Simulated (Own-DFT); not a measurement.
# Point defects and the pressure they add: L1_0 TiAl

Source: density functional calculations with Own-DFT, an unreviewed in-house program that is no longer used. Nothing was measured or relaxed, and spin and spin-orbit coupling are left out.

All runs used: PBE; PseudoDojo norm-conserving scalar-relativistic files; cutoff 42 hartree; 4 x 4 x 4 k mesh centred on Gamma; cold (Marzari-Vanderbilt) smearing of 0.2 eV.

Known weak points: forces on such cells failed a check on a denser k mesh; stress not checked against mesh or cutoff.

All runs share one cell, with vectors in Å (5.622, 5.622, 0.000); (-5.622, 5.622, 0.000); (0.000, 0.000, 8.133) and a volume of 514.0 Å³. Atoms were moved at random from their sites; u is the rms move along one axis. The defect's site can differ from row to row.

| cell | formula | u (Å) | P (GPa) |
|---|---|---|---|
| no defect | Al16Ti16 | 0.0177 | 1.14 |
| no defect | Al16Ti16 | 0.0202 | 1.19 |
| no defect | Al16Ti16 | 0.0456 | 1.56 |
| two Al vacancies | Al14Ti16 | 0.0266 | -0.61 |
| two Al vacancies | Al14Ti16 | 0.0302 | ? |
| two Al vacancies | Al14Ti16 | 0.0501 | -0.07 |
| two Al vacancies | Al14Ti16 | 0.0516 | -0.32 |
| one Ti vacancy | Al16Ti15 | 0.0245 | 0.52 |
| one Ti vacancy | Al16Ti15 | 0.0293 | 0.48 |
| one Ti vacancy | Al16Ti15 | 0.0309 | 0.54 |

## Worked fit

P = P0 + c u² + a shift for each defect gives P0 = 1.09 GPa, c = 218 ± 46 GPa/Å² and a scatter of 0.10 GPa. The shifts, and each times the cell's volume:

- one Ti vacancy: -0.76 ± 0.08 GPa, -2.4 eV
- two Al vacancies: -1.85 ± 0.09 GPa, -5.9 eV (-3.0 eV for each of its 2 sites)

Against the defect-free cell, a freed cell would be larger where the shift is positive and smaller where it is negative (160.2 GPa Å³ is 1 eV). The atoms around the defects weren't relaxed, which would change these numbers.

## Prediction

The question: what pressure belongs in the blank (two Al vacancies, u = 0.0302 Å)?

The fit gives -0.56 ± 0.12 GPa. Computed: -0.50 GPa.
